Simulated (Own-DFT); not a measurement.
Al$_{3}$GaN$_{4}$ (wurtzite random alloy, strained, atoms displaced) (calculated)

All values are calculated (Own-DFT development build). A calculation, not a measurement: plane-wave density functional theory by an unreviewed code, no spin, of a simulated periodic cell, stress positive in tension, run twice, with PBE and with PBEsol, both on files made for PBE, so the change isn't that of files made for PBEsol, forces on such cells passed a denser k mesh, this cell's mesh not checked; the far tail of each file's local potential was reset to the Coulomb form; each entry is a single point on an unrelaxed cell, so the pressure reflects the starting lattice, mostly measured values (interpolated for alloys), from which strain is counted, and rises with the displacements; printed positions are rounded, which can move forces by about a meV/angstrom; the program, named Own-DFT, is a retired in-house code; no spin-orbit coupling; stress was not checked against mesh or cutoff.

Common to all runs: functional PBE, then PBEsol; potential files PseudoDojo norm-conserving, scalar-relativistic, standard set; wave cutoff 42 hartree; occupations Fermi-Dirac; smearing width 0.1 eV; k mesh 4 x 4 x 3 centred on Gamma.

```yaml
- entry: 1
  formula: Al3GaN4
  kind: "wurtzite random alloy, strained, atoms displaced"
  structure:
    cell_angstrom: [[9.3468, 0.0, 0.0], [-4.6734, 8.0946, 0.0], [0.0, 0.0, 10.0655]]
    atoms_fractional:
      - [Al, 0.10574, 0.21612, 0.9956]
      - [Al, 0.20942, 0.10097, 0.25052]
      - ["N", 0.10237, 0.2163, 0.19892]
      - ["N", 0.21981, 0.11451, 0.4286]
      - [Al, 0.10335, 0.21268, 0.50965]
      - [Al, 0.22447, 0.11312, 0.74706]
      - ["N", 0.12295, 0.23304, 0.69386]
      - ["N", 0.22779, 0.10784, 0.93342]
      - [Al, 0.1151, 0.56231, 0.99778]
      - [Al, 0.22439, 0.44325, 0.25228]
      - ["N", 0.10803, 0.56174, 0.1945]
      - ["N", 0.21806, 0.44517, 0.4428]
      - [Ga, 0.10775, 0.55322, 0.49636]
      - [Ga, 0.22121, 0.4341, 0.74688]
      - ["N", 0.11159, 0.55385, 0.68565]
      - ["N", 0.21745, 0.45614, 0.93719]
      - [Al, 0.12729, 0.88842, 0.00223]
      - [Al, 0.22382, 0.78199, 0.24909]
      - ["N", 0.12306, 0.8941, 0.18642]
      - ["N", 0.22675, 0.77252, 0.44102]
      - [Al, 0.10772, 0.89426, 0.50696]
      - [Ga, 0.22082, 0.78219, 0.7475]
      - ["N", 0.1134, 0.87652, 0.6893]
      - ["N", 0.22928, 0.78598, 0.94807]
      - [Al, 0.44861, 0.22629, 0.00117]
      - [Ga, 0.55438, 0.11602, 0.25264]
      - ["N", 0.44428, 0.22467, 0.18988]
      - ["N", 0.54936, 0.10236, 0.44005]
      - [Al, 0.43759, 0.21855, 0.49571]
      - [Ga, 0.55597, 0.11356, 0.7465]
      - ["N", 0.45484, 0.22629, 0.69284]
      - ["N", 0.54574, 0.10652, 0.94112]
      - [Al, 0.442, 0.55952, 0.00546]
      - [Al, 0.5719, 0.44913, 0.24443]
      - ["N", 0.44617, 0.55787, 0.19698]
      - ["N", 0.56121, 0.44969, 0.44156]
      - [Al, 0.44412, 0.5553, 0.50073]
      - [Al, 0.55762, 0.44642, 0.74768]
      - ["N", 0.43119, 0.5469, 0.68991]
      - ["N", 0.55251, 0.44981, 0.93567]
      - [Al, 0.4455, 0.89121, 0.00156]
      - [Al, 0.56452, 0.78764, 0.25598]
      - ["N", 0.43677, 0.88755, 0.18823]
      - ["N", 0.55299, 0.77001, 0.44314]
      - [Al, 0.43686, 0.88266, 0.50542]
      - [Al, 0.5456, 0.77906, 0.75333]
      - ["N", 0.44402, 0.88513, 0.69501]
      - ["N", 0.55027, 0.77597, 0.94663]
      - [Ga, 0.78596, 0.22731, 0.00307]
      - [Al, 0.88809, 0.12162, 0.25076]
      - ["N", 0.77869, 0.22656, 0.18388]
      - ["N", 0.89195, 0.11907, 0.44212]
      - [Ga, 0.78992, 0.2295, 0.49959]
      - [Ga, 0.88379, 0.10957, 0.74738]
      - ["N", 0.77101, 0.21874, 0.69397]
      - ["N", 0.88488, 0.11125, 0.93503]
      - [Ga, 0.78095, 0.5551, 0.99866]
      - [Al, 0.89068, 0.45031, 0.24436]
      - ["N", 0.7851, 0.56665, 0.1851]
      - ["N", 0.88934, 0.43809, 0.44351]
      - [Al, 0.77723, 0.55948, 0.50141]
      - [Al, 0.89088, 0.45511, 0.74593]
      - ["N", 0.78098, 0.55987, 0.68756]
      - ["N", 0.88786, 0.43717, 0.94499]
      - [Al, 0.78457, 0.89687, 0.00318]
      - [Al, 0.88997, 0.77727, 0.25984]
      - ["N", 0.78554, 0.89231, 0.18903]
      - ["N", 0.89431, 0.78765, 0.43859]
      - [Al, 0.77253, 0.88738, 0.49983]
      - [Al, 0.88825, 0.77725, 0.75375]
      - ["N", 0.77867, 0.89547, 0.68722]
      - ["N", 0.88708, 0.78208, 0.94239]
  results:
    "PBE_pressure [GPa]": 8.93
    "PBE_stress_xx [GPa]": -9.56
    "PBE_stress_yy [GPa]": -9.7
    "PBE_stress_zz [GPa]": -7.53
    "PBE_stress_yz [GPa]": 0.0
    "PBE_stress_xz [GPa]": 0.09
    "PBE_stress_xy [GPa]": 1.14
    "PBEsol_pressure [GPa]": 5.73
    "PBEsol_stress_xx [GPa]": -6.39
    "PBEsol_stress_yy [GPa]": -6.47
    "PBEsol_stress_zz [GPa]": -4.33
    "PBEsol_stress_yz [GPa]": -0.01
    "PBEsol_stress_xz [GPa]": 0.06
    "PBEsol_stress_xy [GPa]": 1.11
    force_element: [Al, Al, "N", "N", Al, Al, "N", "N", Al, Al, "N", "N", Ga, Ga, "N", "N", Al, Al, "N", "N", Al, Ga, "N", "N", Al, Ga, "N", "N", Al, Ga, "N", "N", Al, Al, "N", "N", Al, Al, "N", "N", Al, Al, "N", "N", Al, Al, "N", "N", Ga, Al, "N", "N", Ga, Ga, "N", "N", Ga, Al, "N", "N", Al, Al, "N", "N", Al, Al, "N", "N", Al, Al, "N", "N"]
    "PBE_force_x [eV/angstrom]": [0.583, 0.793, 0.798, -0.046, 0.561, 1.042, -0.113, -1.182, -0.836, -0.612, 1.203, 2.062, 0.56, -2.096, -1.038, 1.89, -3.231, 0.464, -1.667, -2.071, 1.783, 2.967, -4.548, 0.562, -0.357, 0.271, -1.179, -0.271, 1.129, 0.192, -3.111, 0.837, -0.021, -2.557, 0.583, -0.057, -0.603, -0.656, 3.363, -0.048, 0.501, -0.961, 1.895, -0.168, 1.107, 1.971, -0.357, 0.907, -1.664, 0.305, 0.259, 1.242, -2.551, 0.362, 1.289, 1.635, -0.819, 0.205, 0.501, -2.749, 0.855, 1.188, -0.699, 0.412, -0.858, 0.42, -0.643, -0.211, -0.092, -0.458, 0.34, 1.493]
    "PBE_force_y [eV/angstrom]": [0.975, 1.877, 0.987, -0.744, 2.092, -0.33, -5.854, 0.548, 0.01, 0.24, -0.605, -1.658, 0.456, 4.075, -0.215, -2.005, 1.156, -0.569, -1.137, 2.014, -0.595, -2.458, 3.457, -1.932, -0.071, -1.05, 0.844, 0.506, 0.775, -1.222, 0.275, 0.764, -0.406, -0.418, 0.059, -0.742, -0.988, 0.304, 2.438, -0.653, 0.223, -0.901, 0.01, 1.523, 0.343, -1.318, 0.498, 0.945, -2.077, -1.235, 0.494, -2.402, -1.958, 1.051, 2.579, -0.501, 0.413, -0.423, -0.567, 2.74, -0.363, -1.702, 0.324, 3.126, -1.198, 1.257, 0.488, -0.969, 0.723, 0.604, -2.631, 0.702]
    "PBE_force_z [eV/angstrom]": [0.57, -1.303, -2.091, 3.317, -1.862, 0.621, -1.806, 0.799, 1.069, 0.34, -0.934, -0.497, 0.555, 1.95, 1.353, 1.426, -0.008, 0.889, 0.709, -0.595, -1.672, 1.87, -0.839, -1.395, -0.435, -0.545, -0.219, 1.293, 0.201, 1.677, -1.979, 0.322, -0.121, 0.954, -0.558, -0.512, -0.153, 0.182, -0.733, 0.49, 0.411, -1.077, 0.406, -0.02, -0.43, 0.651, -1.52, -0.862, -1.359, 0.386, 2.698, -0.711, 1.395, 0.356, -0.745, 1.083, -0.764, 0.88, 1.936, -2.344, -0.392, 0.79, 0.317, -2.252, -0.306, -2.58, 1.181, 1.385, -0.024, 0.049, -0.121, -0.747]
    "PBEsol_force_x [eV/angstrom]": [0.587, 0.804, 0.801, -0.061, 0.547, 1.051, -0.242, -1.163, -0.865, -0.629, 1.219, 1.874, 0.57, -2.049, -0.881, 1.904, -3.262, 0.452, -1.665, -2.091, 1.798, 2.907, -4.303, 0.596, -0.345, 0.259, -1.039, -0.152, 1.131, 0.192, -2.911, 0.949, -0.017, -2.543, 0.591, -0.069, -0.612, -0.639, 3.151, 0.081, 0.518, -0.959, 1.887, -0.183, 1.126, 1.988, -0.542, 0.913, -1.636, 0.273, 0.111, 1.056, -2.477, 0.32, 1.268, 1.458, -0.805, 0.185, 0.513, -2.563, 0.875, 1.177, -0.705, 0.274, -0.881, 0.433, -0.622, -0.219, -0.095, -0.449, 0.328, 1.508]
    "PBEsol_force_y [eV/angstrom]": [0.985, 1.881, 0.984, -0.739, 2.097, -0.353, -5.616, 0.54, 0.023, 0.242, -0.597, -1.566, 0.439, 3.998, -0.134, -2.02, 1.154, -0.571, -1.153, 1.807, -0.596, -2.39, 3.312, -1.932, -0.053, -1.032, 0.729, 0.581, 0.779, -1.191, 0.162, 0.828, -0.415, -0.421, 0.069, -0.742, -0.994, 0.311, 2.307, -0.573, 0.227, -0.881, 0.161, 1.51, 0.337, -1.323, 0.598, 0.944, -2.021, -1.247, 0.418, -2.288, -1.914, 1.025, 2.385, -0.394, 0.408, -0.438, -0.553, 2.605, -0.347, -1.711, 0.327, 2.974, -1.2, 1.263, 0.492, -0.962, 0.74, 0.607, -2.422, 0.54]
    "PBEsol_force_z [eV/angstrom]": [0.56, -1.318, -2.081, 3.3, -1.849, 0.611, -1.652, 0.8, 1.072, 0.333, -0.934, -0.418, 0.554, 1.9, 1.264, 1.236, -0.017, 0.904, 0.699, -0.536, -1.678, 1.812, -0.725, -1.532, -0.436, -0.538, -0.138, 1.146, 0.201, 1.651, -1.904, 0.195, -0.122, 0.95, -0.536, -0.519, -0.154, 0.178, -0.653, 0.541, 0.396, -1.079, 0.45, -0.013, -0.412, 0.666, -1.413, -0.851, -1.328, 0.397, 2.519, -0.645, 1.367, 0.367, -0.773, 0.948, -0.725, 0.878, 1.72, -2.204, -0.393, 0.8, 0.312, -2.118, -0.311, -2.597, 1.182, 1.401, -0.037, 0.046, -0.044, -0.669]
    "rms_change_of_force_components_from_PBE_to_PBEsol [eV/angstrom]": 0.076
- entry: 2
  formula: Al3GaN4
  kind: "wurtzite random alloy, strained, atoms displaced"
  structure:
    cell_angstrom: [[9.6051, 0.0, 0.0], [-4.8026, 8.3183, 0.0], [0.0, 0.0, 10.0655]]
    atoms_fractional:
      - [Al, 0.12242, 0.22929, 0.99745]
      - [Ga, 0.22462, 0.11708, 0.24222]
      - ["N", 0.1172, 0.23077, 0.19191]
      - ["N", 0.2252, 0.11887, 0.43897]
      - [Al, 0.11891, 0.22597, 0.50057]
      - [Ga, 0.20993, 0.11613, 0.75192]
      - ["N", 0.11768, 0.22381, 0.68523]
      - ["N", 0.23024, 0.12033, 0.94224]
      - [Ga, 0.10319, 0.53886, 0.00129]
      - [Al, 0.22264, 0.44454, 0.24648]
      - ["N", 0.11202, 0.5499, 0.18318]
      - ["N", 0.2213, 0.44762, 0.42986]
      - [Al, 0.11052, 0.55339, 0.50142]
      - [Al, 0.22466, 0.45418, 0.75288]
      - ["N", 0.12124, 0.56989, 0.68319]
      - ["N", 0.22224, 0.44626, 0.94406]
      - [Al, 0.10544, 0.89289, 0.99222]
      - [Al, 0.22286, 0.78121, 0.24637]
      - ["N", 0.11521, 0.89577, 0.19248]
      - ["N", 0.21594, 0.77396, 0.45042]
      - [Al, 0.10971, 0.88209, 0.50769]
      - [Al, 0.21986, 0.77336, 0.7549]
      - ["N", 0.11867, 0.8869, 0.68797]
      - ["N", 0.21922, 0.76516, 0.9484]
      - [Al, 0.43861, 0.2167, 0.00525]
      - [Al, 0.55137, 0.10703, 0.25925]
      - ["N", 0.45326, 0.23036, 0.19212]
      - ["N", 0.55564, 0.10511, 0.43677]
      - [Ga, 0.4415, 0.21418, 0.49581]
      - [Ga, 0.55274, 0.11386, 0.74605]
      - ["N", 0.44306, 0.22886, 0.69415]
      - ["N", 0.55341, 0.11441, 0.93486]
      - [Al, 0.43898, 0.55682, 0.99412]
      - [Al, 0.54218, 0.43701, 0.25269]
      - ["N", 0.44756, 0.55829, 0.18782]
      - ["N", 0.5559, 0.44308, 0.43925]
      - [Al, 0.43392, 0.53852, 0.49382]
      - [Al, 0.56345, 0.44872, 0.74923]
      - ["N", 0.44734, 0.55149, 0.69081]
      - ["N", 0.55801, 0.44537, 0.93401]
      - [Al, 0.44388, 0.88759, 0.99464]
      - [Al, 0.54872, 0.77596, 0.24899]
      - ["N", 0.44023, 0.88668, 0.19078]
      - ["N", 0.55339, 0.77028, 0.44188]
      - [Al, 0.45278, 0.89736, 0.50635]
      - [Ga, 0.54355, 0.77447, 0.75449]
      - ["N", 0.4366, 0.88744, 0.69332]
      - ["N", 0.54284, 0.7714, 0.93448]
      - [Al, 0.76629, 0.21074, 0.00112]
      - [Al, 0.89399, 0.10684, 0.24571]
      - ["N", 0.77414, 0.22007, 0.18846]
      - ["N", 0.88302, 0.10782, 0.45016]
      - [Al, 0.77721, 0.22703, 0.50799]
      - [Al, 0.88903, 0.10505, 0.74907]
      - ["N", 0.78493, 0.22604, 0.67984]
      - ["N", 0.88094, 0.11696, 0.93819]
      - [Al, 0.77943, 0.55433, 0.01016]
      - [Al, 0.88793, 0.44885, 0.24695]
      - ["N", 0.78143, 0.5548, 0.19077]
      - ["N", 0.88741, 0.44374, 0.44308]
      - [Al, 0.77964, 0.56352, 0.50152]
      - [Al, 0.8808, 0.44376, 0.75418]
      - ["N", 0.771, 0.55872, 0.69141]
      - ["N", 0.90227, 0.4451, 0.94312]
      - [Ga, 0.78046, 0.88569, 0.9976]
      - [Al, 0.87995, 0.77977, 0.25088]
      - ["N", 0.76733, 0.88377, 0.1905]
      - ["N", 0.89817, 0.7741, 0.44378]
      - [Ga, 0.76986, 0.88106, 0.49876]
      - [Ga, 0.88726, 0.77773, 0.75548]
      - ["N", 0.77776, 0.89613, 0.68844]
      - ["N", 0.89935, 0.781, 0.94678]
  results:
    "PBE_pressure [GPa]": -1.94
    "PBE_stress_xx [GPa]": 5.0
    "PBE_stress_yy [GPa]": 5.47
    "PBE_stress_zz [GPa]": -4.63
    "PBE_stress_yz [GPa]": -0.62
    "PBE_stress_xz [GPa]": -0.91
    "PBE_stress_xy [GPa]": 0.24
    "PBEsol_pressure [GPa]": -4.89
    "PBEsol_stress_xx [GPa]": 7.93
    "PBEsol_stress_yy [GPa]": 8.35
    "PBEsol_stress_zz [GPa]": -1.61
    "PBEsol_stress_yz [GPa]": -0.62
    "PBEsol_stress_xz [GPa]": -0.91
    "PBEsol_stress_xy [GPa]": 0.22
    force_element: [Al, Ga, "N", "N", Al, Ga, "N", "N", Ga, Al, "N", "N", Al, Al, "N", "N", Al, Al, "N", "N", Al, Al, "N", "N", Al, Al, "N", "N", Ga, Ga, "N", "N", Al, Al, "N", "N", Al, Al, "N", "N", Al, Al, "N", "N", Al, Ga, "N", "N", Al, Al, "N", "N", Al, Al, "N", "N", Al, Al, "N", "N", Al, Al, "N", "N", Ga, Al, "N", "N", Ga, Ga, "N", "N"]
    "PBE_force_x [eV/angstrom]": [-1.505, 0.383, -0.937, -0.569, -1.301, 3.384, -2.987, -1.181, 0.906, -0.284, -0.631, 0.109, -0.326, 0.391, -0.252, 1.578, 3.093, -0.359, -0.877, 1.199, 0.231, -0.093, -0.991, -0.758, 1.419, 0.789, 0.212, 0.446, -0.063, 0.094, 0.259, -0.028, 1.443, 1.263, -0.408, 0.119, 0.203, -1.576, -1.04, 0.007, -0.856, -0.063, 0.332, -1.448, -0.642, 1.142, 0.071, 0.812, -0.088, -1.521, 0.186, 0.895, 0.664, -0.707, -0.196, 2.258, 0.026, 1.107, -1.314, -0.246, 0.435, 1.029, 1.711, -4.583, -1.313, 1.732, 0.756, -1.283, 0.901, 0.025, 0.267, -1.451]
    "PBE_force_y [eV/angstrom]": [-0.328, -0.458, -0.777, -1.477, -0.419, -1.017, 1.629, -1.242, 2.336, 0.876, 0.657, -0.76, 0.393, -0.513, -2.331, -1.192, 0.234, -0.825, -1.229, 0.683, 0.976, 0.78, 0.262, 2.142, 1.523, 0.305, -1.197, 0.408, 0.824, 0.201, -0.024, -0.764, -0.4, 1.667, -0.481, 0.503, 1.751, -0.811, -0.451, 0.185, 0.119, -0.069, 0.555, -0.438, -2.221, 0.123, 0.32, 0.479, 1.462, 0.858, -0.218, 1.074, -0.291, 1.524, 0.236, -0.588, -0.49, -1.054, 0.617, 0.295, -1.396, 0.276, -0.461, -1.968, 0.432, -0.415, 0.501, 0.421, 0.604, 0.448, -0.987, -1.386]
    "PBE_force_z [eV/angstrom]": [0.531, 1.278, -1.341, 0.316, -1.114, -0.469, 0.71, 0.801, 0.116, -0.383, 3.182, 1.647, -1.191, -0.882, 1.848, -1.451, 1.821, 0.66, -1.123, -1.669, -1.722, 0.09, 1.946, -1.257, -1.051, -2.522, -0.376, 1.792, 1.007, -0.257, -0.597, 1.829, 0.56, -0.408, -0.133, -0.043, 0.877, -0.008, -0.473, 1.865, 0.688, 0.48, -0.262, -0.529, -0.742, -2.632, -0.37, 2.737, 0.165, 1.148, 0.62, -1.717, -3.679, -0.729, 3.89, -0.118, -1.798, 0.724, 0.92, -0.238, -0.444, -0.798, -0.189, -1.362, -0.15, 0.287, 0.535, -0.867, -0.079, -1.241, 1.502, -0.161]
    "PBEsol_force_x [eV/angstrom]": [-1.516, 0.376, -0.781, -0.398, -1.298, 3.32, -2.793, -1.182, 0.886, -0.262, -0.633, 0.092, -0.32, 0.382, -0.265, 1.387, 3.106, -0.361, -0.886, 1.207, 0.215, -0.093, -1.098, -0.762, 1.413, 0.765, 0.096, 0.321, -0.077, 0.077, 0.267, -0.042, 1.451, 1.258, -0.41, 0.136, 0.205, -1.576, -1.04, 0.004, -0.841, -0.059, 0.332, -1.292, -0.629, 1.127, 0.195, 0.913, -0.095, -1.506, 0.185, 0.885, 0.625, -0.693, -0.287, 2.269, 0.025, 1.115, -1.329, -0.245, 0.42, 1.028, 1.722, -4.352, -1.28, 1.719, 0.739, -1.383, 0.867, 0.009, 0.266, -1.62]
    "PBEsol_force_y [eV/angstrom]": [-0.351, -0.448, -0.856, -1.407, -0.409, -0.977, 1.518, -1.243, 2.29, 0.88, 0.649, -0.758, 0.373, -0.509, -2.32, -1.09, 0.268, -0.831, -1.055, 0.674, 1.016, 0.781, 0.334, 1.957, 1.523, 0.306, -1.283, 0.498, 0.808, 0.182, -0.181, -0.76, -0.401, 1.672, -0.476, 0.351, 1.745, -0.796, -0.306, 0.168, 0.137, -0.063, 0.559, -0.358, -2.211, 0.125, 0.385, 0.539, 1.467, 0.843, -0.213, 0.914, -0.305, 1.527, 0.167, -0.707, -0.48, -1.059, 0.614, 0.303, -1.402, 0.291, -0.289, -1.86, 0.422, -0.404, 0.499, 0.49, 0.598, 0.427, -1.15, -1.339]
    "PBEsol_force_z [eV/angstrom]": [0.519, 1.274, -1.278, 0.223, -1.13, -0.456, 0.8, 0.627, 0.129, -0.411, 2.964, 1.642, -1.206, -0.873, 1.843, -1.368, 1.797, 0.652, -1.069, -1.641, -1.742, 0.111, 2.046, -1.175, -1.059, -2.542, -0.318, 1.866, 0.983, -0.221, -0.646, 1.634, 0.55, -0.416, -0.126, 0.024, 0.879, -0.017, -0.418, 1.869, 0.671, 0.465, -0.265, -0.458, -0.743, -2.548, -0.253, 2.545, 0.148, 1.129, 0.64, -1.643, -3.716, -0.725, 3.96, -0.061, -1.834, 0.709, 0.956, -0.228, -0.439, -0.809, -0.134, -1.245, -0.134, 0.274, 0.374, -0.828, -0.04, -1.208, 1.394, -0.277]
    "rms_change_of_force_components_from_PBE_to_PBEsol [eV/angstrom]": 0.068
```
